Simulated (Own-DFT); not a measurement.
Simulation results for Si$_{23}$GeO$_{48}$ (quartz with substituted atoms, atoms displaced)

Computed with Own-DFT development build. A calculation, not a measurement: plane-wave PBE and HSE06 DFT by an unreviewed code, no spin, of a simulated cell at Gamma alone, so results move with cell size and shape, stress positive in tension, energies less offsets, not probed for a lower state with spin; oxygen file: force components 24 meV/angstrom off all-electron in a glass; k mesh not checked against a denser one; forces and stress are PBE's, HSE06 gives the energy alone, and its difference from PBE has offsets of its own; offsets are fitted by least squares, one for each functional and potential file, so energies compare only between cells with the same atoms and settings and are not formation energies; the far tail of each file's local potential was reset to the Coulomb form; each entry is a single point on an unrelaxed cell, so the pressure reflects the starting lattice, mostly measured values (interpolated for alloys), from which strain is counted, and rises with the displacements; printed positions are rounded, which can move forces by about a meV/angstrom; the program, named Own-DFT, is a retired in-house code; no spin-orbit coupling.

Common to all runs: first functional PBE; second functional HSE06; exact exchange share 0.25; screening 0.11 1/bohr; exchange divergence Gygi-Baldereschi; potential files PseudoDojo norm-conserving, scalar-relativistic, made for PBE, standard set; wave cutoff 48 hartree; occupations fixed; k mesh 1 x 1 x 1 centred on Gamma.

(1) Si$_{23}$GeO$_{48}$ (quartz with substituted atoms, atoms displaced)

```
Si23GeO48
1.0
      9.8268     0.0000     0.0000
     -4.9134     8.5103     0.0000
      0.0000     0.0000    10.8104
Si O Si O Si O Si O Ge Si O Si O Si O Si O
3 6 3 6 3 6 3 6 1 2 6 3 6 3 6 3 6
Direct
  0.24211 0.00259 0.99281
  0.00305 0.22830 0.33142
  0.26822 0.27129 0.16305
  0.21255 0.14050 0.06517
  0.42835 0.29156 0.21952
  0.35907 0.06741 0.40227
  0.06211 0.35113 0.44711
  0.13549 0.20729 0.27431
  0.30348 0.43423 0.09968
  0.23675 0.99617 0.49736
  0.99786 0.22987 0.82558
  0.26509 0.27380 0.66971
  0.20766 0.12800 0.56563
  0.42707 0.30055 0.73065
  0.36096 0.06753 0.90069
  0.06717 0.35753 0.94434
  0.12619 0.20036 0.77679
  0.29284 0.42792 0.60629
  0.23669 0.49938 0.99958
  0.99860 0.73341 0.33469
  0.25916 0.76620 0.17576
  0.21080 0.64067 0.06726
  0.42631 0.79428 0.22474
  0.36951 0.56513 0.39661
  0.07044 0.86533 0.43432
  0.13770 0.70696 0.26894
  0.29031 0.91617 0.10843
  0.22845 0.49462 0.49888
  0.00098 0.73541 0.83613
  0.26521 0.76726 0.66661
  0.20954 0.63221 0.56482
  0.43475 0.80367 0.71866
  0.37031 0.57309 0.89542
  0.07174 0.86869 0.94299
  0.13358 0.70529 0.77474
  0.28394 0.92877 0.60764
  0.73281 0.99555 0.00478
  0.50685 0.23267 0.34036
  0.77382 0.26440 0.16767
  0.71329 0.13611 0.05439
  0.92820 0.29398 0.22961
  0.86115 0.08107 0.38736
  0.57790 0.36815 0.44341
  0.63250 0.21079 0.27777
  0.80545 0.42544 0.10631
  0.73626 0.00548 0.49904
  0.50677 0.23687 0.82872
  0.76839 0.25976 0.66195
  0.70271 0.13443 0.56192
  0.92898 0.29650 0.72770
  0.88243 0.08419 0.89113
  0.57466 0.36571 0.94564
  0.62649 0.20157 0.77714
  0.80292 0.43243 0.59848
  0.73138 0.49652 0.00234
  0.50878 0.73135 0.33095
  0.76407 0.75731 0.16027
  0.71267 0.62826 0.05694
  0.92903 0.79231 0.21599
  0.86692 0.57724 0.38635
  0.56845 0.85702 0.44052
  0.63103 0.70537 0.27339
  0.78899 0.92423 0.10355
  0.74026 0.50106 0.50417
  0.50500 0.74094 0.83260
  0.76128 0.76150 0.67137
  0.70643 0.63131 0.56065
  0.92726 0.79920 0.72821
  0.86772 0.55959 0.89731
  0.57147 0.87138 0.94369
  0.64328 0.71341 0.77831
  0.79570 0.92399 0.60503
```

| Quantity | Value |
| --- | --- |
| PBE energy of cell above offsets | -14.895 eV |
| HSE06 less PBE above offsets | -0.253 eV |
| PBE pressure | 11.62 GPa |
| PBE stress xx | -13.8 GPa |
| PBE stress yy | -9.61 GPa |
| PBE stress zz | -11.45 GPa |
| PBE stress yz | 0.23 GPa |
| PBE stress xz | 2.35 GPa |
| PBE stress xy | 0.22 GPa |

Force:
```csv
element,x (eV/Å),y (eV/Å),z (eV/Å)
Si,-6.246,-3.733,10.49
Si,-1.299,2.776,0.034
Si,0.684,0.765,1.701
O,0.725,-3.559,-3.332
O,1.93,-0.16,2.735
O,5.233,4.341,-5.998
O,0.454,1.241,0.389
O,1.827,-0.013,-0.955
O,1.237,-0.87,2.195
Si,-6.385,-0.805,3.469
Si,-0.231,4.432,3.219
Si,0.72,-4.117,-0.196
O,-0.692,1.392,0.471
O,0.525,0.071,0.293
O,7.06,6.026,-8.75
O,0.849,1.375,-0.375
O,4.446,0.468,-2.756
O,-0.21,1,0.234
Si,-4.091,1.292,-0.165
Si,1.081,1.289,-4.203
Si,6.647,0.796,-5.435
O,1.163,-3.319,-2.64
O,2.229,-0.307,1.894
O,-0.296,0.407,-0.574
O,0.218,1.502,1.579
O,-7.031,-2.942,7.7
O,-2.229,4.62,-2.698
Si,0.448,0.606,-0.777
Si,-0.877,-1.267,0.44
Si,-0.242,0.557,0.231
O,-0.504,-0.638,-1.06
O,1.065,-0.349,1.329
O,0.779,1.571,-1.896
O,-0.305,-0.34,-0.322
O,0.238,0.084,0.02
O,2.367,-2.263,2.55
Ge,1.488,4.283,-7.11
Si,-5.587,0.204,-1.001
Si,-3.033,-0.51,-0.866
O,-4.31,5.755,3.547
O,2.15,0.268,0.722
O,-1.038,-3.125,1.355
O,-0.451,-0.349,0.281
O,4.634,-0.75,-2.344
O,-1.367,0.838,-0.34
Si,0.411,-3.471,-0.368
Si,-5.693,0.33,4.264
Si,-1.937,4.159,3.593
O,-0.122,-2.49,-2.467
O,-1.537,0.693,-2.115
O,-2.097,-5.602,1.844
O,-1.459,-2.489,-1.885
O,5.997,-0.265,-3.855
O,3.251,-3.353,4.026
Si,5.083,-2.446,-0.347
Si,-7.673,-0.167,1.246
Si,-0.634,1.848,1.806
O,-2.895,2.25,0.818
O,0.835,-0.221,1.342
O,-1.384,-2.983,1.976
O,0.972,2.571,1.594
O,6.205,-0.762,-3.499
O,7.109,-5.503,8.231
Si,-1.942,1.689,-4.006
Si,-1.605,-0.569,0.45
Si,2.147,1.316,-3.121
O,-0.466,0.511,0.66
O,1.227,-0.612,0.779
O,0.279,2.211,-1.47
O,-4.292,-5.374,-4.056
O,-2.468,-1.051,2.346
O,-1.088,1.236,-0.864
```

(2) Si$_{23}$GeO$_{48}$ (quartz with substituted atoms, atoms displaced)

```
Si23GeO48
1.0
      9.8268     0.0000     0.0000
     -4.9134     8.5103     0.0000
      0.0000     0.0000    10.8104
Si O Si O Ge Si O Si O Si O Si O Si O Si O
3 6 3 6 1 2 6 3 6 3 6 3 6 3 6 3 6
Direct
  0.22915 0.99264 0.99986
  0.99920 0.24128 0.33707
  0.26651 0.26816 0.16866
  0.20020 0.13209 0.05818
  0.43069 0.29676 0.23606
  0.36496 0.06267 0.39727
  0.08231 0.37871 0.43440
  0.14020 0.20434 0.27984
  0.30103 0.43662 0.11534
  0.24863 0.00358 0.49821
  0.00798 0.23788 0.83783
  0.26143 0.26737 0.67485
  0.20320 0.13421 0.56034
  0.42005 0.29550 0.72601
  0.36243 0.06771 0.90295
  0.07662 0.36641 0.94265
  0.14551 0.21610 0.77721
  0.29886 0.42755 0.59865
  0.24754 0.50884 0.99784
  0.99928 0.74074 0.33582
  0.26029 0.76488 0.16554
  0.21545 0.63471 0.05746
  0.43023 0.79796 0.22951
  0.36028 0.56441 0.39422
  0.08207 0.87586 0.43704
  0.13539 0.70088 0.27829
  0.29021 0.92500 0.10536
  0.23716 0.49543 0.50474
  0.99552 0.73733 0.82755
  0.26624 0.76197 0.66741
  0.21099 0.63314 0.55705
  0.42201 0.80185 0.72181
  0.36994 0.56830 0.89586
  0.07007 0.86400 0.93651
  0.13531 0.71048 0.77719
  0.29994 0.92922 0.60909
  0.72801 0.99984 0.00428
  0.50058 0.23622 0.33756
  0.75336 0.24971 0.16851
  0.71014 0.13694 0.05546
  0.92431 0.28087 0.21880
  0.87193 0.07337 0.38669
  0.56917 0.36847 0.43871
  0.63369 0.21050 0.27429
  0.78775 0.42271 0.11017
  0.74007 0.00112 0.50176
  0.50177 0.23794 0.82990
  0.75460 0.25393 0.67149
  0.71419 0.13953 0.55347
  0.92012 0.28798 0.72378
  0.86538 0.07214 0.89930
  0.57524 0.36562 0.92723
  0.62790 0.20755 0.77434
  0.78827 0.42222 0.61670
  0.72757 0.50406 0.00143
  0.48812 0.72773 0.32951
  0.76719 0.77216 0.16485
  0.69083 0.62685 0.05436
  0.93559 0.80750 0.23001
  0.86254 0.57503 0.39745
  0.57277 0.86654 0.43619
  0.63517 0.70490 0.27241
  0.79343 0.92574 0.10491
  0.74247 0.50607 0.50013
  0.49844 0.73883 0.83341
  0.76014 0.76067 0.66911
  0.69461 0.62511 0.54899
  0.92392 0.78624 0.71804
  0.86334 0.57963 0.89835
  0.56266 0.86312 0.94471
  0.63036 0.70905 0.78046
  0.79654 0.92825 0.59855
```

| Quantity | Value |
| --- | --- |
| PBE energy of cell above offsets | -16.578 eV |
| HSE06 less PBE above offsets | -0.203 eV |
| PBE pressure | 10.46 GPa |
| PBE stress xx | -12.03 GPa |
| PBE stress yy | -7.06 GPa |
| PBE stress zz | -12.29 GPa |
| PBE stress yz | 0.64 GPa |
| PBE stress xz | 2.94 GPa |
| PBE stress xy | 0.44 GPa |

Force:
```csv
element,x (eV/Å),y (eV/Å),z (eV/Å)
Si,-2.154,1.697,0.944
Si,2.775,-0.931,-2.237
Si,0.538,-0.729,0.439
O,0.393,0.317,0.465
O,-1.985,0.052,-2.578
O,4.567,3.997,-5.424
O,-1.937,-1.209,0.197
O,-1.777,0.514,0.475
O,2.199,-1.669,2.501
Si,-5.685,-1.174,5.378
Si,-3.056,-1.342,-0.811
Si,2.402,0.132,-7.784
O,0.873,-0.15,0.536
O,3.346,0.202,1.448
O,2.498,2.992,-3.543
O,-2.015,-1.769,-0.78
O,-4.124,-1.853,4.23
O,2.537,-2.264,4.485
Ge,-2.317,-6.513,4.471
Si,1.939,-0.853,-0.003
Si,1.582,-0.8,1.14
O,-5.552,6.344,3.563
O,-3.082,0.748,-3.101
O,1.252,1.43,-1.587
O,-0.349,-0.588,0.555
O,-1.511,0.198,0.076
O,0.428,-0.231,1.15
Si,-2.103,2.524,-2.989
Si,1.632,-1.743,2.054
Si,-5.139,-0.265,-2.518
O,-0.763,0.617,1.01
O,6.759,0.013,4.063
O,7.202,5.06,-9.71
O,-0.911,0.219,0.265
O,0.191,-0.448,-0.499
O,-0.112,-0.313,0.235
Si,1.869,-1.439,-1.93
Si,-0.014,-1.676,0.717
Si,1.508,4.816,-0.53
O,-1.791,-0.305,-0.43
O,-0.769,0.322,0.02
O,-1.233,-1.208,1.887
O,1.409,1.284,1.87
O,-0.556,-1.54,1.611
O,-0.783,-0.121,-0.768
Si,-2.327,0.184,-5.175
Si,-4.232,-3.649,0.043
Si,1.171,1.975,-2.298
O,-0.663,-0.289,0.31
O,2.701,-0.466,2.149
O,0.565,0.607,-1.064
O,0.048,3.221,3.46
O,1.546,-2.058,-0.064
O,-0.937,1.186,-1.474
Si,3.042,-3.57,-0.14
Si,3.802,-0.362,2.918
Si,1.027,-3.535,1.381
O,-1.607,3.544,2.512
O,-1.492,-0.518,-1.657
O,3.067,2.263,-3.381
O,0.49,0.353,0.558
O,-1.085,0.018,0.257
O,-0.881,2.013,-0.81
Si,-1.848,-5.396,2.733
Si,-2.264,-0.352,-0.134
Si,-1.236,-0.343,-3.289
O,-1.691,3.773,3.76
O,-0.733,0.651,-0.894
O,0.564,0.45,-1.073
O,0.091,0.752,0.351
O,2.064,0.162,-1.684
O,2.638,-2.955,4.147
```

(3) Si$_{23}$GeO$_{48}$ (quartz with substituted atoms, atoms displaced)

```
Si23GeO48
1.0
      9.8268     0.0000     0.0000
     -4.9134     8.5103     0.0000
      0.0000     0.0000    10.8104
Si O Si O Si O Si O Si O Si O Si Ge O Si O
3 6 3 6 3 6 3 6 3 6 3 6 2 1 6 3 6
Direct
  0.24093 0.99875 0.00451
  0.98922 0.22993 0.33290
  0.26121 0.26404 0.15979
  0.20989 0.12719 0.04862
  0.42487 0.28527 0.23044
  0.36846 0.06490 0.39790
  0.07132 0.36492 0.43583
  0.14109 0.20177 0.26770
  0.29698 0.43312 0.11189
  0.22842 0.99966 0.50812
  0.00260 0.22990 0.82715
  0.26660 0.26943 0.66289
  0.20382 0.12656 0.56425
  0.42410 0.29388 0.73825
  0.36628 0.06725 0.89729
  0.07742 0.38791 0.92891
  0.13394 0.20614 0.77562
  0.28557 0.42407 0.60681
  0.23745 0.49680 0.99821
  0.99577 0.73690 0.32512
  0.26297 0.76014 0.16698
  0.20886 0.63898 0.07082
  0.42987 0.79665 0.21624
  0.37116 0.57492 0.38950
  0.07595 0.86988 0.42747
  0.13996 0.71022 0.28387
  0.29223 0.92095 0.10696
  0.23245 0.50563 0.49707
  0.00623 0.73755 0.83237
  0.26189 0.75775 0.66172
  0.21023 0.63293 0.55587
  0.42186 0.78738 0.72796
  0.35012 0.57043 0.89725
  0.07951 0.86662 0.92613
  0.13085 0.70214 0.78113
  0.28680 0.92521 0.60626
  0.73799 0.99816 0.99963
  0.49871 0.23180 0.33507
  0.77118 0.26432 0.16455
  0.71949 0.13491 0.06811
  0.92413 0.27931 0.22220
  0.85609 0.06512 0.39333
  0.56749 0.36224 0.43864
  0.63459 0.20733 0.27438
  0.79548 0.42942 0.11168
  0.74071 0.00358 0.49474
  0.50788 0.23776 0.83503
  0.77646 0.26578 0.67091
  0.70050 0.13260 0.56064
  0.92575 0.28798 0.73273
  0.86664 0.07143 0.89437
  0.57586 0.36476 0.94135
  0.62825 0.21802 0.77242
  0.79059 0.42481 0.60394
  0.73805 0.50001 0.00537
  0.49644 0.73364 0.32990
  0.78331 0.77110 0.16744
  0.70637 0.63500 0.05737
  0.93125 0.79772 0.22908
  0.86272 0.56690 0.40328
  0.57186 0.86580 0.44351
  0.63266 0.71052 0.27363
  0.78585 0.91890 0.11395
  0.74088 0.50856 0.49438
  0.50482 0.73886 0.83630
  0.77031 0.78282 0.67266
  0.70825 0.64317 0.56480
  0.92199 0.78646 0.71452
  0.88334 0.57879 0.88925
  0.56197 0.86657 0.94104
  0.63469 0.69817 0.77588
  0.78949 0.93027 0.60577
```

| Property | Result |
| --- | --- |
| PBE energy of cell above offsets | -12.452 eV |
| HSE06 less PBE above offsets | -0.275 eV |
| PBE pressure | 12.89 GPa |
| PBE stress xx | -14.55 GPa |
| PBE stress yy | -10.49 GPa |
| PBE stress zz | -13.61 GPa |
| PBE stress yz | 0.08 GPa |
| PBE stress xz | -0.6 GPa |
| PBE stress xy | 2.03 GPa |

Force:
```csv
element,x (eV/Å),y (eV/Å),z (eV/Å)
Si,0.627,-3.225,-3.482
Si,4.757,-0.71,0.086
Si,3.904,-0.603,-0.034
O,-3.44,4.406,2.857
O,-2.605,0.582,-2.975
O,-0.699,0.356,0.598
O,-0.172,0.195,0.4
O,-4.85,-0.926,3.054
O,0.07,-0.415,-0.479
Si,2.556,-2.364,-5.946
Si,-0.593,1.795,5.119
Si,2.115,-1.527,2.73
O,-2.866,3.322,1.535
O,-2.365,0.481,-2.16
O,2.096,1.94,-1.759
O,-0.881,-3.755,-0.801
O,2.537,-0.491,-1.64
O,-0.855,1.643,-1.202
Si,-4.928,0.213,5.601
Si,5.221,-3.115,6.16
Si,-0.646,3.686,4.492
O,1.03,-6.877,-5.905
O,1.751,0.023,1.853
O,-1.869,-2.395,1.662
O,-0.615,1.1,1.891
O,-0.525,-0.576,-0.693
O,-0.203,0.502,0.933
Si,3.691,-3.306,-2.427
Si,-2.985,-0.762,-3.955
Si,-1.641,2.386,3.677
O,-2.444,1.44,0.332
O,0.522,0.07,-0.33
O,5.866,5.144,-6.056
O,0.148,4.697,4.846
O,4.817,-0.158,-4.167
O,1.728,-2.376,2.388
Si,-1.498,-1.263,1.679
Si,0.257,-1.87,0.801
Si,-3.77,1.336,2.925
O,-0.126,-2.754,-3.483
O,0.621,1.449,-0.526
O,4.542,3.291,-5.262
O,0.759,2.616,1.797
O,1.818,0.16,-1.084
O,1.002,-0.113,0.684
Si,-6.659,-2.683,5
Si,-6.698,-1.916,3.15
Si,-6.645,0.473,-3.055
O,1.378,-0.069,0.216
O,0.549,1.082,-1.244
O,0.796,0.171,-0.802
O,0.487,1.756,1.959
O,8.539,-1.118,-3.864
O,1.08,-0.632,0.859
Si,0.601,0.758,-3.78
Si,0.509,3.065,-0.372
Ge,-8.977,-6.549,-1.224
O,0.274,-2.375,-2.389
O,8.153,3.105,1.538
O,6.697,5.896,-9.127
O,-0.285,-0.485,-0.797
O,0.546,-0.946,0.932
O,-3.893,8.454,-4.793
Si,-8.095,-4.201,8.685
Si,-1.119,-3.303,-1.249
Si,0.147,-4.692,-1.961
O,0.505,-1.182,-1.485
O,3.787,0.934,2.686
O,-3.247,-4.122,3.603
O,1.609,2.292,1.662
O,-1.986,0.815,1.664
O,0.087,2.218,0.456
```
